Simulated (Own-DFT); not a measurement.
# Strain and stress in wurtzite GaN, 96 atoms (Ga48N48)

Calculated results; nothing here was measured. The program, named Own-DFT, is a retired in-house plane-wave density functional code that no person has reviewed. Each row is one single-point run on a periodic cell that was not relaxed, without spin or spin-orbit coupling.

Settings of every run: PBE; PseudoDojo norm-conserving scalar-relativistic files (stringent for Ga); cutoff 96 hartree; 3 x 4 x 3 k mesh centred on Gamma; Gaussian smearing of 0.01 eV.

Known limits: forces on such cells passed a denser k mesh, each cell not checked; stress not checked against mesh or cutoff.

Unstrained cell vectors in Å: (12.756, 0.000, 0.000); (-4.783, 8.285, 0.000); (0.000, 0.000, 10.370). The unstrained cell has measured lattice constants (interpolated for alloys), not those of this functional. That, the random moves and any unrelaxed bonds set the pressure at no strain. Each run strains this cell uniformly, with the atoms carried along. Every atom was also moved at random, by a Gaussian of width 0.05 Å on each axis. Strain is the symmetric tensor, in per cent. Stress is positive in tension, and the pressure is minus a third of its trace.

| run | e_xx (%) | e_yy (%) | e_zz (%) | e_yz (%) | e_xz (%) | e_xy (%) | s_xx (GPa) | s_yy (GPa) | s_zz (GPa) | s_yz (GPa) | s_xz (GPa) | s_xy (GPa) | P (GPa) | E (meV/atom) |
|---|---|---|---|---|---|---|---|---|---|---|---|---|---|---|
| 1 | -1.01 | 1.15 | -0.01 | -1.88 | -0.78 | 0.43 | -8.33 | -3.73 | -8.23 | -4.68 | -1.25 | 0.54 | 6.76 | 16.6 |
| 2 | -1.62 | 1.55 | 1.18 | 1.72 | -0.28 | -0.45 | -8.60 | -3.17 | -2.74 | 3.76 | -0.30 | -1.20 | 4.83 | 19.7 |
| 3 | 1.24 | -1.32 | 1.20 | 1.29 | 0.83 | 1.55 | -2.50 | -11.50 | -2.86 | 2.58 | 0.77 | 5.21 | 5.62 | 35.5 |
| 4 | -1.53 | -1.79 | -0.59 | -0.77 | 0.29 | -0.84 | -16.83 | -17.43 | -13.41 | -2.58 | 1.42 | -3.09 | 15.89 | 52.4 |
| 5 | 1.76 | -1.02 | -0.24 | -0.94 | -1.85 | -1.03 | -1.77 | -9.44 | -8.14 | -2.07 | -3.89 | -2.78 | 6.45 | 33.0 |
| 6 | -0.86 | -0.03 | 1.45 | -0.77 | 1.46 | 1.95 | -9.19 | -6.34 | -3.08 | -1.66 | 3.69 | 6.52 | 6.20 | 26.3 |
| 7 | 0.01 | -1.70 | 1.19 | 1.11 | -0.40 | 1.60 | -8.58 | -15.00 | -3.02 | 2.72 | -0.82 | 6.17 | 8.87 | 42.4 |
| 8 | 0.22 | 0.58 | 0.67 | 1.67 | -0.40 | -0.53 | -6.08 | -4.83 | -3.19 | 2.90 | -0.80 | -1.68 | 4.70 | 24.9 |
| 9 | 1.55 | -1.65 | 0.16 | -0.41 | 1.23 | 0.55 | -1.89 | -11.40 | -7.13 | -0.70 | 2.53 | 2.20 | 6.81 | 14.2 |
| 10 | -0.30 | -1.34 | 0.97 | 0.21 | -0.48 | 0.51 | -11.59 | -12.25 | -2.90 | 0.81 | -0.84 | 2.43 | 8.91 | 29.4 |
| 11 | 0.17 | 1.67 | 0.34 | -0.04 | -0.27 | 1.44 | -3.72 | -0.47 | -4.86 | 0.11 | -0.66 | 4.89 | 3.02 | 12.1 |
| 12 | -0.56 | -1.04 | 0.92 | -1.95 | -0.97 | -0.07 | -10.92 | -10.41 | -4.24 | -4.22 | -1.13 | -0.28 | 8.52 | 22.0 |
| 13 | 0.51 | -0.28 | 1.27 | 0.30 | 0.49 | -0.22 | -4.84 | -5.21 | -1.41 | 0.57 | 1.38 | -0.45 | 3.82 | 0.0 |
| 14 | -1.15 | 0.35 | 1.13 | 0.83 | 1.09 | -1.83 | -9.61 | -7.28 | -2.06 | 1.77 | 1.59 | -5.35 | 6.32 | 16.6 |
| 15 | -1.60 | 0.29 | 0.08 | 1.77 | 1.16 | -0.87 | -14.40 | -7.25 | -8.04 | 3.90 | 2.91 | -2.93 | 9.90 | 33.1 |
| 16 | 1.62 | -0.94 | -0.77 | -0.34 | 1.15 | -1.51 | ? | ? | ? | ? | ? | ? | ? | ? |

E is the free energy for each atom above the lowest run shown.

## Worked fit

Each stress component was fitted by least squares to a constant and the strains of the runs shown, as fractions, with shears doubled. Shear strains stay in the fit of a normal stress only where such slopes are resolved. The slopes, in GPa:

| stress | at no strain | per e_xx | per e_yy | per e_zz | scatter |
|---|---|---|---|---|---|
| s_xx | -7.1 | 420 ± 30 | 176 ± 28 | 87 ± 48 | 1.14 |
| s_yy | -7.3 | 124 ± 28 | 406 ± 27 | 68 ± 46 | 1.10 |
| s_zz | -7.7 | 75 ± 21 | 66 ± 20 | 475 ± 34 | 0.82 |

Each shear stress against twice its own strain: yz 109 ± 5, xz 100 ± 7, xy 160 ± 6 GPa. These are stiffnesses along x, y and z of the frame in which the cell vectors are given, which need not be the crystal's axes. The atoms are held to the strained lattice; where symmetry lets them move under strain, relaxing them would lower some slopes. The table should be nearly symmetric about its diagonal, and what it lacks of that shows the noise. A ninth of its sum, 211 ± 6 GPa, estimates the bulk modulus near the mean pressure of these runs, 7.1 GPa, so it lies above the value at zero pressure.

## Withheld run

Question: what normal stresses and pressure should run 16 give?

The fit gives s_xx = -2.6, s_yy = -9.7, s_zz = -10.8 and P = 7.7 GPa. The calculation gave -1.62, -12.03, -11.73 and P = 8.46 GPa.
